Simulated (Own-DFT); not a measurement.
# How much smaller does PBEsol make it? L1_0 TiAl, 32 atoms (Al16Ti16)

Calculated, not measured: single-point runs of Own-DFT, a retired in-house plane-wave DFT program that no person has reviewed, on unrelaxed cells, without spin or spin-orbit coupling.

Caveats: forces on such cells failed a check on a denser k mesh; stress not checked against mesh or cutoff.

Each geometry was run with PBE and with PBEsol, otherwise alike: PseudoDojo norm-conserving scalar-relativistic files made for PBE; cutoff 42 hartree; 4 x 4 x 4 k mesh centred on Gamma; cold (Marzari-Vanderbilt) smearing of 0.2 eV. Unstrained cell vectors in Å: (5.621, 5.622, 0.000); (-5.622, 5.621, 0.000); (0.000, 0.000, 8.133). Each has a uniform strain, of which the change of volume is shown, and random moves of rms u per axis.

| run | volume change (%) | u (Å) | P with PBE (GPa) | P with PBEsol (GPa) |
|---|---|---|---|---|
| 1 | -2.21 | 0.0505 | 4.64 | 1.69 |
| 2 | -0.27 | 0.0537 | 2.35 | -0.50 |
| 3 | 1.20 | 0.0539 | 0.64 | -2.16 |
| 4 | -1.61 | 0.0482 | 3.82 | 0.90 |
| 5 | 2.14 | 0.0470 | -0.54 | -3.30 |
| 6 | -0.80 | 0.0532 | 3.00 | 0.12 |
| 7 | -0.33 | 0.0476 | 2.30 | -0.56 |
| 8 | -2.90 | 0.0456 | 5.39 | 2.41 |
| 9 | 0.01 | 0.0515 | 2.12 | -0.72 |
| 10 | 4.79 | 0.0483 | -3.15 | -5.80 |
| 11 | 2.44 | 0.0513 | -0.80 | -3.54 |
| 12 | 2.27 | 0.0563 | -0.41 | ? |

Q: by how much does PBEsol shrink this cell, and what belongs in the blank?

## Answer

Write v for the change of volume as a fraction. Fitted to v and u², the PBE pressure has a slope of -113 ± 2 GPa in v, with the ions held to the strained lattice. The difference PBEsol less PBE is -2.85 + 4.3 v GPa (slope ± 0.1) and averages -2.84 GPa. Divided by the mean slope of the two, 111 GPa, that makes PBEsol's volume at a given pressure, near 0 GPa, about 2.6 % smaller, or 0.85 % in lengths. At one volume PBEsol's slope is the smaller by 4 GPa, but its pressure there is lower too. If stiffness rises by about 4 GPa for each GPa, PBEsol at equal pressure is stiffer by about 7 GPa. Files made for PBEsol would give a different shift.

For run 12 the line gives -3.16 GPa. The calculation gave -3.16 GPa.
